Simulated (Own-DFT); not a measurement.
Simulation results for Hf36O71 (tetragonal hafnia with one neutral oxygen vacancy, atoms displaced)

Computed with Own-DFT development build. A calculation, not a measurement: plane-wave PBE and HSE06 DFT by an unreviewed code, no spin, of a simulated cell at Gamma alone, so results move with cell size and shape, stress positive in tension, energies less offsets, not probed for a lower state with spin; hafnium file: forces about 75 meV/angstrom off all-electron values; oxygen file: force components 24 meV/angstrom off all-electron in a glass; k mesh not checked against a denser one; forces and stress are PBE's, HSE06 gives the energy alone, and its difference from PBE has offsets of its own; offsets are fitted by least squares, one for each functional and potential file, so energies compare only between cells with the same atoms and settings and are not formation energies; the far tail of each file's local potential was reset to the Coulomb form; each entry is a single point on an unrelaxed cell, so the pressure reflects the starting lattice, taken from the Materials Project, from which strain is counted, and rises with the displacements; printed positions are rounded, which can move forces by about a meV/angstrom; the program is a retired in-house code; no spin-orbit coupling.

Settings shared by all entries: first functional PBE; second functional HSE06; exact exchange share 0.25; screening 0.11 1/bohr; exchange divergence Gygi-Baldereschi; potential files PseudoDojo norm-conserving, scalar-relativistic, made for PBE, standard set; wave cutoff 48 hartree; occupations fixed; k mesh 1 x 1 x 1 centred on Gamma.

(1) Hf36O71 (tetragonal hafnia with one neutral oxygen vacancy, atoms displaced)

```
Hf36O71
1.0
     10.7800     0.0000     0.0000
      0.0000    10.7800     0.0000
      0.0000     0.0000    10.4493
Hf O Hf O Hf O Hf O Hf O Hf O Hf O Hf O Hf O Hf O Hf O Hf O Hf O Hf O Hf O Hf O Hf O Hf O
2 4 2 4 2 4 2 4 2 4 2 4 2 4 2 4 2 4 2 4 2 3 2 4 2 4 2 4 2 4 2 4 2 4 2 4
Direct
  0.99657 0.00502 0.99640
  0.16353 0.15694 0.25778
  0.00451 0.16531 0.15609
  0.16336 0.99987 0.35398
  0.99541 0.17591 0.40351
  0.16711 0.00129 0.09945
  0.00539 0.99991 0.50054
  0.16427 0.15799 0.75414
  0.00728 0.16627 0.66312
  0.16313 0.99445 0.84258
  0.99745 0.16934 0.90367
  0.16391 0.99845 0.59243
  0.00489 0.33810 0.99963
  0.15474 0.49943 0.24609
  0.00330 0.50571 0.15639
  0.17405 0.34002 0.34493
  0.00205 0.49416 0.40586
  0.16209 0.32965 0.10109
  0.00518 0.33261 0.49520
  0.17009 0.49956 0.74627
  0.99830 0.48881 0.65340
  0.16251 0.32684 0.83817
  0.99820 0.50549 0.90056
  0.16236 0.34039 0.59142
  0.00372 0.66870 0.00909
  0.16532 0.82931 0.24786
  0.99160 0.83111 0.15569
  0.16545 0.66818 0.34627
  0.00674 0.83338 0.40056
  0.16131 0.66072 0.10342
  0.00259 0.66836 0.49786
  0.17728 0.83971 0.74684
  0.99867 0.83340 0.65179
  0.16852 0.66461 0.84516
  0.00310 0.84008 0.89706
  0.16707 0.66670 0.60212
  0.33299 0.00477 0.00976
  0.49745 0.16347 0.25253
  0.33647 0.17334 0.14927
  0.50375 0.00013 0.34338
  0.33853 0.17605 0.40910
  0.50131 0.00082 0.10226
  0.32851 0.00998 0.50681
  0.49679 0.16442 0.74572
  0.33481 0.16408 0.66092
  0.49878 0.00977 0.84257
  0.34053 0.17113 0.90140
  0.50206 0.00176 0.59424
  0.33123 0.33420 0.99890
  0.50675 0.50253 0.25475
  0.33853 0.50236 0.14443
  0.49796 0.32551 0.35076
  0.33262 0.50298 0.40311
  0.50040 0.33014 0.09960
  0.32952 0.32526 0.50400
  0.50244 0.50053 0.74351
  0.33622 0.49761 0.65009
  0.50004 0.33114 0.84540
  0.33859 0.49609 0.89929
  0.50003 0.32288 0.59622
  0.33449 0.65930 0.00107
  0.50304 0.83325 0.25169
  0.32753 0.83944 0.14345
  0.49232 0.66958 0.35046
  0.49682 0.66481 0.10102
  0.32766 0.66531 0.49751
  0.49847 0.83365 0.74937
  0.33292 0.82504 0.65437
  0.49742 0.67248 0.84118
  0.33398 0.83346 0.89425
  0.50186 0.67280 0.60105
  0.66819 0.00362 0.00541
  0.83073 0.16621 0.25799
  0.66045 0.16981 0.15079
  0.83538 0.00171 0.34946
  0.66588 0.16227 0.40345
  0.82723 0.99681 0.10706
  0.66757 0.99458 0.50360
  0.82857 0.16413 0.75817
  0.66244 0.16079 0.65057
  0.83555 0.00620 0.84717
  0.65981 0.16049 0.90107
  0.82517 0.99294 0.60069
  0.67183 0.34025 0.00289
  0.83811 0.50690 0.25322
  0.67221 0.50481 0.14895
  0.83132 0.33850 0.34013
  0.66058 0.49960 0.40692
  0.83192 0.33133 0.09551
  0.65779 0.32741 0.50022
  0.83513 0.49980 0.75413
  0.66769 0.50550 0.65605
  0.83080 0.32391 0.84713
  0.66020 0.50542 0.89217
  0.83980 0.33529 0.59887
  0.66017 0.67071 0.00060
  0.84289 0.83808 0.25379
  0.66954 0.83617 0.14802
  0.84045 0.67078 0.34411
  0.66681 0.83844 0.40449
  0.83351 0.66960 0.09467
  0.67729 0.67028 0.50159
  0.83823 0.82503 0.75329
  0.66724 0.83073 0.64743
  0.83836 0.66606 0.84850
  0.67620 0.83861 0.90860
  0.83788 0.66894 0.60081
```

The calculation gives: PBE energy of cell above offsets -96.245 eV; HSE06 less PBE above offsets 0.080 eV; PBE pressure 2.6 GPa; PBE stress xx -2.09 GPa; PBE stress yy -2.76 GPa; PBE stress zz -2.96 GPa; PBE stress yz 0.21 GPa; PBE stress xz -0.33 GPa; PBE stress xy 0.02 GPa.

Force:
```csv
element,x (eV/Å),y (eV/Å),z (eV/Å)
Hf,-0.694,-0.288,0.326
Hf,0.366,2.606,-1.929
O,-0.936,-0.395,0.313
O,0.436,-0.301,0.056
O,0.589,-2.606,-0.542
O,-0.901,0.191,0.157
Hf,-2.954,-0.071,0.551
Hf,0.412,1.383,0.353
O,-1.399,-0.75,-1.368
O,0.262,1.612,1.305
O,0.597,-0.201,0.73
O,1.091,0.017,1.297
Hf,-0.967,-0.755,-0.65
Hf,4.614,-0.39,1.542
O,-2.692,-0.306,-1.484
O,-0.441,-1.87,0.03
O,-0.096,2.116,-1.228
O,0.372,0.881,-0.696
Hf,-1.697,1.085,2.356
Hf,-0.618,0.016,-0.09
O,0.593,1.296,0.334
O,0.075,1.128,1.133
O,0.143,-0.912,1.053
O,1.477,-0.635,0.462
Hf,-1.535,0.746,-2.617
Hf,0.8,0.412,0.115
O,2.718,0.07,-1.194
O,-0.014,-0.32,0.367
O,-0.451,0.346,0.133
O,1.483,0.735,-0.032
Hf,0.512,-0.271,1.199
Hf,-1.788,-2.859,0.999
O,0.958,0.201,-0.615
O,0.138,0.355,0.51
O,-0.419,-0.89,1.383
O,-0.695,-0.382,-0.923
Hf,1.333,-0.28,-1.469
Hf,0.95,0.93,-1.226
O,-1.483,-1.06,0.937
O,-1.066,-0.76,0.725
O,-0.88,-3.649,-1.152
O,-0.704,-0.316,-0.486
Hf,2.073,-1.42,-0.967
Hf,2.051,1.238,1.675
O,-2.415,-0.229,-1.964
O,-0.277,-2.89,0.682
O,-1.247,-0.982,0.742
O,-1.735,-0.381,-0.06
Hf,1.577,-0.343,0.526
Hf,-1.358,-1.066,-0.226
O,-1.013,0.03,0.829
O,0.617,1.705,-0.063
O,0.368,-0.675,0.167
O,0.265,0.887,-0.453
Hf,0.29,4.219,0.146
Hf,0.012,-0.139,1.139
O,-0.348,0.04,0.004
O,0.167,0.798,-0.383
O,-0.601,0.659,-0.11
O,-0.555,0.78,0.235
Hf,-0.445,0.379,-0.848
Hf,0.016,0.425,-0.617
O,0.552,-0.622,1.36
O,0.213,0.426,-0.393
O,0.586,0.456,-0.169
Hf,1.553,0.14,0.171
Hf,0.452,0.723,-0.268
O,0.74,1.027,-1.535
O,0.242,-0.93,1.454
O,-0.123,0.531,1.144
O,-0.132,-0.469,-1.185
Hf,-0.625,0.232,-0.387
Hf,-0.666,0.657,-1.416
O,1.315,-0.174,0.701
O,0.666,-0.175,0.647
O,0.57,0.423,-0.318
O,1.73,0.771,-0.624
Hf,-0.095,1.194,0.482
Hf,-0.506,0.351,-2.308
O,1.104,0.66,0.033
O,0.475,-1.843,1.188
O,1.023,1.444,0.447
O,2.382,0.497,-0.391
Hf,-1.97,-1.222,-1.037
Hf,-1.235,-1.188,-0.71
O,-0.318,-0.081,0.489
O,-0.14,-0.154,0.266
O,0.183,0.617,-0.551
O,1.581,0.326,0.068
Hf,1.852,-0.226,0.231
Hf,0.104,-1.165,-0.678
O,0.462,-0.237,-0.971
O,-0.241,2.436,0.887
O,0.533,-0.214,1.538
O,-1.416,-0.501,-0.859
Hf,1.028,0.118,-0.281
Hf,-3.096,0.614,-0.511
O,-0.541,-0.845,1.384
O,-0.227,-0.461,1.317
O,0.097,-1.9,-1.081
O,-0.002,-0.52,0.213
Hf,-2.203,0.081,1.02
Hf,-0.577,1.733,-0.271
O,0.21,-0.316,0.981
O,-0.273,-0.209,0.12
O,-0.519,-0.675,-0.85
O,0.33,-0.225,-0.459
```

(2) Hf36O71 (tetragonal hafnia with one neutral oxygen vacancy, atoms displaced)

```
Hf36O71
1.0
     10.7800     0.0000     0.0000
      0.0000    10.7800     0.0000
      0.0000     0.0000    10.4493
Hf O Hf O Hf O Hf O Hf O Hf O Hf O Hf O Hf O Hf O Hf O Hf O Hf O Hf O Hf O Hf O Hf O Hf O
2 4 2 4 2 4 2 4 2 4 2 4 2 4 2 4 2 4 2 3 2 4 2 4 2 4 2 4 2 4 2 4 2 4 2 4
Direct
  0.99855 0.00699 0.00334
  0.16676 0.16494 0.25222
  0.00056 0.16942 0.15397
  0.16330 0.00202 0.34873
  0.99036 0.16367 0.41302
  0.16809 0.99973 0.08806
  0.99835 0.00365 0.50138
  0.17122 0.15465 0.75012
  0.00536 0.17045 0.65334
  0.15291 0.99428 0.84421
  0.00312 0.16528 0.91011
  0.17269 0.99895 0.60102
  0.99624 0.33404 0.00325
  0.16197 0.50415 0.25583
  0.99482 0.49690 0.15075
  0.17043 0.33049 0.34593
  0.00538 0.49945 0.40157
  0.15836 0.33555 0.09406
  0.99686 0.32575 0.50015
  0.17283 0.50434 0.75132
  0.98984 0.49603 0.64812
  0.16716 0.33044 0.84258
  0.99562 0.49697 0.90205
  0.16717 0.32792 0.60792
  0.00653 0.66537 0.99986
  0.16327 0.83012 0.24942
  0.99967 0.83452 0.15205
  0.15992 0.66631 0.34780
  0.00206 0.83774 0.40128
  0.16979 0.66934 0.10184
  0.99374 0.66521 0.49858
  0.16885 0.82601 0.75170
  0.00627 0.83613 0.64917
  0.16530 0.66836 0.84716
  0.99326 0.83506 0.89818
  0.16317 0.67356 0.59565
  0.33125 0.99813 0.99485
  0.49113 0.16528 0.25702
  0.33490 0.16611 0.14496
  0.50952 0.99999 0.34959
  0.32735 0.16774 0.39882
  0.49191 0.00371 0.09667
  0.33375 0.01016 0.50060
  0.50412 0.17288 0.74727
  0.33194 0.16275 0.66137
  0.49455 0.00037 0.84154
  0.32084 0.17357 0.90179
  0.50135 0.00545 0.59962
  0.33622 0.32988 0.99768
  0.50156 0.50853 0.25386
  0.33555 0.50306 0.15724
  0.49873 0.34402 0.34266
  0.32815 0.50509 0.39801
  0.49692 0.33091 0.09919
  0.32940 0.34383 0.51345
  0.50220 0.49937 0.75019
  0.33291 0.50128 0.65615
  0.49877 0.33588 0.85003
  0.49998 0.33031 0.60095
  0.33130 0.66713 0.99647
  0.49952 0.83263 0.25055
  0.34388 0.82472 0.14978
  0.49604 0.66316 0.34725
  0.33308 0.82430 0.41065
  0.49063 0.67067 0.09970
  0.32885 0.66609 0.50297
  0.49558 0.83113 0.74304
  0.32790 0.83378 0.65676
  0.50502 0.66229 0.85041
  0.33686 0.82830 0.89884
  0.50251 0.66237 0.59923
  0.66032 0.99603 0.99804
  0.84119 0.16811 0.24317
  0.66686 0.16838 0.15316
  0.83643 0.99924 0.34465
  0.66279 0.17175 0.40336
  0.83922 0.00076 0.09418
  0.66157 0.00604 0.50482
  0.83515 0.17347 0.74924
  0.66227 0.17043 0.64873
  0.83177 0.99307 0.85560
  0.66631 0.16996 0.89594
  0.82858 0.99971 0.60162
  0.66788 0.33298 0.00062
  0.83236 0.49456 0.25597
  0.66835 0.49946 0.15273
  0.83102 0.33040 0.34218
  0.67379 0.50651 0.40113
  0.83717 0.32722 0.10074
  0.66708 0.33405 0.51013
  0.83405 0.50510 0.74291
  0.67269 0.49820 0.65227
  0.83101 0.34122 0.84584
  0.66717 0.50106 0.89929
  0.83569 0.34075 0.59707
  0.66610 0.66811 0.99564
  0.83856 0.83467 0.25402
  0.66861 0.83144 0.15278
  0.83552 0.66207 0.34639
  0.66895 0.83839 0.40341
  0.83886 0.66753 0.09716
  0.67032 0.66729 0.50103
  0.83162 0.82947 0.74842
  0.66977 0.82313 0.65446
  0.84300 0.66470 0.84766
  0.67018 0.83387 0.89434
  0.83161 0.66401 0.59821
```

The calculation gives: PBE energy of cell above offsets -97.371 eV; HSE06 less PBE above offsets 0.085 eV; PBE pressure 1.84 GPa; PBE stress xx -1.93 GPa; PBE stress yy -1.43 GPa; PBE stress zz -2.18 GPa; PBE stress yz -0.02 GPa; PBE stress xz 0.67 GPa; PBE stress xy 0.09 GPa.

Force:
```csv
element,x (eV/Å),y (eV/Å),z (eV/Å)
Hf,-0.113,-2.199,-1.63
Hf,1.076,0.902,-1.322
O,1.28,-0.596,0.295
O,0.287,-0.386,-0.2
O,0.369,0.707,-1.664
O,0.38,-0.223,1.342
Hf,-0.023,-2.126,1.125
Hf,-1.068,1.599,1.19
O,-1.436,-0.304,0.049
O,1.214,-0.248,0.339
O,-0.788,1.041,-1.166
O,-0.468,0.716,-0.949
Hf,1.157,0.881,-1.1
Hf,0.565,-1.365,-1.589
O,0.767,0.356,0.594
O,-0.552,0.008,0.634
O,-0.214,-0.785,0.234
O,1.769,-0.171,0.369
Hf,1.193,1.883,0.746
Hf,-2.373,-2.369,0.958
O,2.63,0.653,-0.368
O,0.264,1.289,-0.1
O,0.836,0.687,0.044
O,0.105,0.751,-1.779
Hf,-2.118,0.267,-0.394
Hf,0.48,0.131,-0.167
O,0.917,-0.045,0.343
O,-0.003,0.857,0.257
O,-0.224,-0.68,-0.006
O,-0.291,0.065,-0.23
Hf,0.703,0.402,-0.078
Hf,-1.999,1.773,-0.433
O,-1.282,-0.168,-0.036
O,0.349,-1.123,0.885
O,0.754,-0.776,1.036
O,0.126,-1.057,0.387
Hf,0.264,0.578,0.015
Hf,1.734,1.684,-1.252
O,-1.211,0.015,1.043
O,-1.118,-0.053,0.155
O,0.858,0.434,0.61
O,0.975,-0.329,-0.142
Hf,-0.521,-1.596,0.25
Hf,-0.559,-0.816,1.23
O,1.585,0.095,-1.733
O,0.183,0.182,0.392
O,0.631,-2.275,-0.136
O,-0.77,-0.51,0.029
Hf,-1.281,1.441,1.02
Hf,-0.253,-1.513,-1.91
O,-0.94,-0.197,-0.616
O,-0.127,-1.472,1.279
O,-0.361,-0.678,1.691
O,0.723,-0.085,-0.904
Hf,-0.524,-0.296,-2.053
Hf,0.861,0.732,0.813
O,0.505,-0.274,-0.556
O,-0.473,-0.017,-0.152
O,-0.636,0.355,0.204
Hf,0.759,-1.167,1.177
Hf,0.827,-0.592,0.017
O,-2.563,1.232,0.507
O,0.528,1.914,1.035
O,0.038,2.353,-0.744
O,2.229,-0.444,-0.803
Hf,0.642,0.018,-0.295
Hf,0.784,-0.268,0.929
O,1.702,-0.316,-0.68
O,-0.64,0.518,-0.521
O,-0.196,0.728,-0.007
O,-0.771,0.12,-0.054
Hf,1.419,0.644,0.245
Hf,-2.687,-0.866,0.438
O,-0.278,-0.391,-0.008
O,0.104,0.751,0.327
O,-0.096,-0.186,0.84
O,-2.017,0.184,0.94
Hf,1.209,-0.259,-1.689
Hf,0.123,-1.205,1.247
O,1.537,0.338,0.082
O,-0.269,1.862,-1.419
O,-0.154,-0.598,0.247
O,0.454,0.465,-0.25
Hf,-0.386,0.266,0.893
Hf,-0.251,0.996,-1.564
O,-0.036,0.061,-0.282
O,0.543,-0.168,1.411
O,-0.262,-1.208,0.768
O,-1.331,0.018,-0.289
Hf,0.019,0.292,-2.413
Hf,0.664,-0.097,2.191
O,-1.863,-0.233,-0.671
O,-0.1,-1.629,-0.156
O,-0.314,-0.067,0.416
O,-0.646,-1.504,-0.068
Hf,0.515,-0.348,1.133
Hf,-0.733,-0.463,-0.77
O,-0.467,0.396,-0.32
O,0.438,1.159,0.758
O,0.025,-0.907,0.533
O,-0.714,0.193,-0.553
Hf,-0.667,0.872,-0.658
Hf,1.764,0.971,1.288
O,-1.502,0.432,-0.566
O,-0.88,0.294,-0.371
O,-0.75,-0.347,0.866
O,0.44,0.437,-0.036
```

(3) Hf36O71 (tetragonal hafnia with one neutral oxygen vacancy, atoms displaced)

```
Hf36O71
1.0
     10.7800     0.0000     0.0000
      0.0000    10.7800     0.0000
      0.0000     0.0000    10.4493
Hf O Hf O Hf O Hf O Hf O Hf O Hf O Hf O Hf O Hf O Hf O Hf O Hf O Hf O Hf O Hf O Hf O Hf O
2 4 2 4 2 4 2 4 2 4 2 4 2 4 2 4 2 4 2 4 2 4 2 4 2 3 2 4 2 4 2 4 2 4 2 4
Direct
  0.00230 0.00119 0.99857
  0.17139 0.16635 0.24813
  0.00250 0.16417 0.15411
  0.16508 0.00226 0.35088
  0.99844 0.16290 0.40536
  0.17006 0.99596 0.09539
  0.00266 0.99985 0.49691
  0.16670 0.16360 0.74344
  0.99998 0.17206 0.65220
  0.17083 0.00072 0.84709
  0.00170 0.16598 0.90235
  0.16382 0.99945 0.59624
  0.99752 0.33370 0.00056
  0.16501 0.49868 0.25106
  0.00060 0.49927 0.15044
  0.17304 0.33692 0.34711
  0.99516 0.49977 0.39751
  0.16860 0.33083 0.09067
  0.00062 0.33296 0.49943
  0.16901 0.50239 0.75566
  0.00432 0.50532 0.65654
  0.16409 0.33460 0.84684
  0.99942 0.49713 0.90048
  0.16644 0.33096 0.59888
  0.99910 0.66656 0.00096
  0.16527 0.83635 0.24586
  0.99949 0.83352 0.15012
  0.16614 0.66753 0.34790
  0.00394 0.82748 0.40469
  0.17135 0.66417 0.09598
  0.00265 0.66571 0.49893
  0.16655 0.83498 0.74998
  0.00230 0.83058 0.65206
  0.16315 0.67328 0.84059
  0.00037 0.82897 0.90114
  0.16706 0.66335 0.59613
  0.33476 0.99932 0.00188
  0.50154 0.16758 0.24694
  0.33498 0.17108 0.14909
  0.49451 0.99792 0.34625
  0.33184 0.16916 0.40493
  0.50244 0.99883 0.10111
  0.32908 0.00026 0.50039
  0.49822 0.16578 0.75264
  0.32945 0.16764 0.65135
  0.49612 0.99574 0.84792
  0.33414 0.16599 0.90257
  0.49773 0.00353 0.59314
  0.33240 0.33543 0.99652
  0.50394 0.49788 0.24868
  0.33388 0.49925 0.15309
  0.50311 0.33661 0.34405
  0.32881 0.49920 0.40075
  0.49986 0.33398 0.09869
  0.33085 0.33443 0.49763
  0.50321 0.49786 0.74916
  0.33515 0.50309 0.65056
  0.50001 0.33113 0.84854
  0.33522 0.50146 0.90411
  0.50059 0.33267 0.59987
  0.33189 0.66727 0.00506
  0.50083 0.82938 0.25268
  0.33609 0.83078 0.15301
  0.50058 0.67036 0.34709
  0.33455 0.83045 0.40343
  0.50025 0.67148 0.09698
  0.33359 0.66660 0.49733
  0.49947 0.83341 0.75093
  0.33641 0.83055 0.65752
  0.49920 0.66959 0.84471
  0.33440 0.84019 0.89824
  0.50157 0.66362 0.59584
  0.66632 0.00109 0.00201
  0.83367 0.16628 0.24795
  0.83052 0.99772 0.34895
  0.67176 0.16680 0.40124
  0.83744 0.99910 0.09425
  0.66738 0.00056 0.50040
  0.83084 0.16974 0.74868
  0.66456 0.16515 0.64994
  0.83431 0.99878 0.84470
  0.66660 0.16472 0.90328
  0.83691 0.99846 0.59987
  0.66294 0.33262 0.99953
  0.83532 0.50251 0.25747
  0.66624 0.49981 0.15208
  0.83272 0.32976 0.35113
  0.66852 0.49903 0.40131
  0.83029 0.33067 0.09998
  0.67220 0.32815 0.50279
  0.83217 0.50198 0.75139
  0.66482 0.49459 0.64730
  0.83850 0.33210 0.84712
  0.66583 0.49721 0.90015
  0.83508 0.33289 0.59728
  0.66562 0.67199 0.99601
  0.83091 0.83712 0.24869
  0.65946 0.83684 0.14835
  0.83001 0.66596 0.34648
  0.66620 0.83242 0.40237
  0.83337 0.66921 0.09884
  0.66417 0.66212 0.49859
  0.83665 0.83402 0.74686
  0.66272 0.83503 0.65322
  0.82988 0.66739 0.84248
  0.66612 0.83496 0.90397
  0.83250 0.66337 0.59903
```

Results for Hf36O71 (tetragonal hafnia with one neutral oxygen vacancy, atoms displaced): PBE energy of cell above offsets -101.335 eV; HSE06 less PBE above offsets -0.162 eV; PBE pressure 0.76 GPa; PBE stress xx -0.13 GPa; PBE stress yy -0.69 GPa; PBE stress zz -1.46 GPa; PBE stress yz 0.3 GPa; PBE stress xz 0.47 GPa; PBE stress xy 0.04 GPa.

Force:
```csv
element,x (eV/Å),y (eV/Å),z (eV/Å)
Hf,-0.014,-0.151,-0.725
Hf,-0.041,0.539,0.108
O,0.116,-0.003,0.114
O,0.172,-0.43,-0.727
O,0.203,1.013,-0.399
O,-0.443,0.104,0.753
Hf,-0.797,-0.665,0.45
Hf,-0.362,0.948,1.212
O,-0.361,-0.304,-0.103
O,-0.594,0.038,-0.066
O,-0.155,-0.101,0.285
O,0.241,0.063,0.434
Hf,0.266,-0.271,-0.452
Hf,0.809,0.798,-0.331
O,-0.243,-0.057,0.107
O,-0.789,-1.1,-0.157
O,0.255,-0.281,0.4
O,-0.616,0.103,0.818
Hf,0.158,-0.297,0.447
Hf,0.064,-0.109,-1.031
O,-0.72,-0.49,-0.401
O,0.44,-0.414,-0.169
O,-0.086,0.974,0.564
O,-0.039,0.262,-0.615
Hf,0.022,-0.31,-0.208
Hf,0.434,-0.588,0.698
O,0.198,-0.04,0.349
O,-0.115,-0.183,-0.638
O,-0.282,1.333,-0.683
O,-1.48,0.26,0.185
Hf,-0.056,-0.335,0.938
Hf,0.516,0.159,-0.171
O,-0.258,0.049,-0.172
O,0.319,-1.222,1.216
O,-0.173,0.869,0.257
O,0.283,0.327,-0.361
Hf,0.706,0.057,-0.85
Hf,0.366,-0.444,0.32
O,-0.085,-0.395,0.582
O,0.237,0.873,-0.087
O,-0.114,-0.485,-0.541
O,-0.303,1.062,-0.413
Hf,1.231,-0.188,-0.315
Hf,-0.623,-0.395,-0.537
O,0.83,-0.298,0.04
O,0.537,1.282,0.085
O,0.199,0.154,-0.072
O,-0.001,0.112,0.215
Hf,-0.046,-0.483,0.065
Hf,-0.288,0.491,-0.056
O,0.02,0.061,-0.034
O,-0.149,-0.975,0.329
O,0.354,0.372,0.081
O,0.275,-0.42,-0.185
Hf,0.478,0.438,0.857
Hf,-0.582,0.428,-0.465
O,-0.135,-0.372,0.566
O,0.057,0.178,0.102
O,-0.253,0.303,-0.217
O,-0.198,-0.239,-0.449
Hf,1.239,0.644,-1.011
Hf,-0.175,1.001,-0.187
O,-0.772,0.186,-0.034
O,0.064,-1.65,0.289
O,-0.466,0.843,0.054
O,0.035,-0.436,-0.206
Hf,-0.102,-0.512,0.712
Hf,0.037,-0.113,-0.14
O,-0.845,0.237,-1
O,0.301,-0.831,0.366
O,-0.326,-1.364,1.129
O,-0.143,-0.055,-0.118
Hf,-0.018,-0.589,-0.089
Hf,-0.525,0.237,0.102
O,0.335,0.284,-0.396
O,-0.4,-0.467,-0.499
O,-0.747,0.289,0.532
Hf,-0.209,-0.684,0.192
Hf,0.74,-0.84,0.185
O,0.42,0.149,0.276
O,0.113,0.425,0.152
O,-0.062,0.372,0.203
O,-0.29,0.087,-0.583
Hf,0.393,0.317,0.348
Hf,-0.64,-0.607,-0.932
O,0.438,0.079,-0.035
O,0.26,0.291,-0.35
O,0.035,-0.369,-0.021
O,-0.032,-0.632,-0.092
Hf,-1.13,0.851,-0.332
Hf,0.448,-0.041,-0.657
O,0.65,0.157,0.559
O,-0.424,0.17,0.071
O,0.063,0.564,-0.038
O,0.216,0.019,0.315
Hf,-0.105,-0.591,0.434
Hf,-0.603,-0.874,-0.13
O,1.782,-0.211,0.391
O,0.171,0.853,0.007
O,0.155,0.163,-0.053
O,-0.15,0.016,-0.454
Hf,0.377,0.614,0.315
Hf,-0.578,0.229,-0.272
O,0.924,0.174,-0.117
O,0.039,-0.123,0.852
O,0.188,0.083,-0.18
O,-0.074,0.053,-0.503
```
